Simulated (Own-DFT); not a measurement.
# What a defect does to the pressure of its cell: zincblende GaAs

The numbers are computed, not measured, by runs of the plane-wave DFT program Own-DFT (in-house, retired, unreviewed) at fixed positions, with no spin and no spin-orbit coupling.

Method: PBE; PseudoDojo norm-conserving scalar-relativistic files; cutoff 42 hartree; 3 x 3 x 3 k mesh centred on Gamma; Fermi-Dirac smearing of 0.1 eV.

Limits (not all hold for every row): not probed for a lower state with spin; forces not confirmed at this smearing and k mesh; stress not checked against mesh or cutoff.

All runs share one cell, with vectors in Å (11.737, 0.000, 0.000); (0.000, 11.737, 0.000); (0.000, 0.000, 10.833) and a volume of 1492.4 Å³, strained against the parent crystal. The atoms are randomly displaced, by u rms on each axis. The defect's site can differ from row to row.

```
                             cell     formula   u (Å)  P (GPa)
                        no defect    As32Ga32  0.0320     1.26
                        no defect    As32Ga32  0.0455     1.46
                        no defect    As32Ga32  0.0521     1.69
              one Al on a Ga site  AlAs32Ga31  0.0297     1.22
              one Al on a Ga site  AlAs32Ga31  0.0453     1.44
              one Al on a Ga site  AlAs32Ga31  0.0501     1.62
one As vacancy and one Ga vacancy    As31Ga31  0.0307     0.95
one As vacancy and one Ga vacancy    As31Ga31  0.0312     0.97
one As vacancy and one Ga vacancy    As31Ga31  0.0518     1.16
one As vacancy and one Ga vacancy    As31Ga31  0.0534        ?
```

## Fit

P = P0 + c u² + a shift for each defect gives P0 = 1.10 GPa, c = 191 ± 31 GPa/Å² and a scatter of 0.07 GPa. The shifts, and each times the cell's volume:

- one Al on a Ga site: -0.02 ± 0.06 GPa, -0.2 eV (not resolved)
- one As vacancy and one Ga vacancy: -0.37 ± 0.06 GPa, -3.4 eV

Positive is outwards. The product with the volume (160.2 GPa Å³ to the eV) is nearly free of the cell's size; divided by the bulk modulus at the cell's pressure it gives the volume that the defect adds. The atoms around the defects weren't relaxed, which would change these numbers.

## Prediction

Q: what pressure belongs in the blank (one As vacancy and one Ga vacancy, u = 0.0534 Å)?

The fitted form gives 1.28 ± 0.09 GPa. The calculation gave 1.32 GPa.
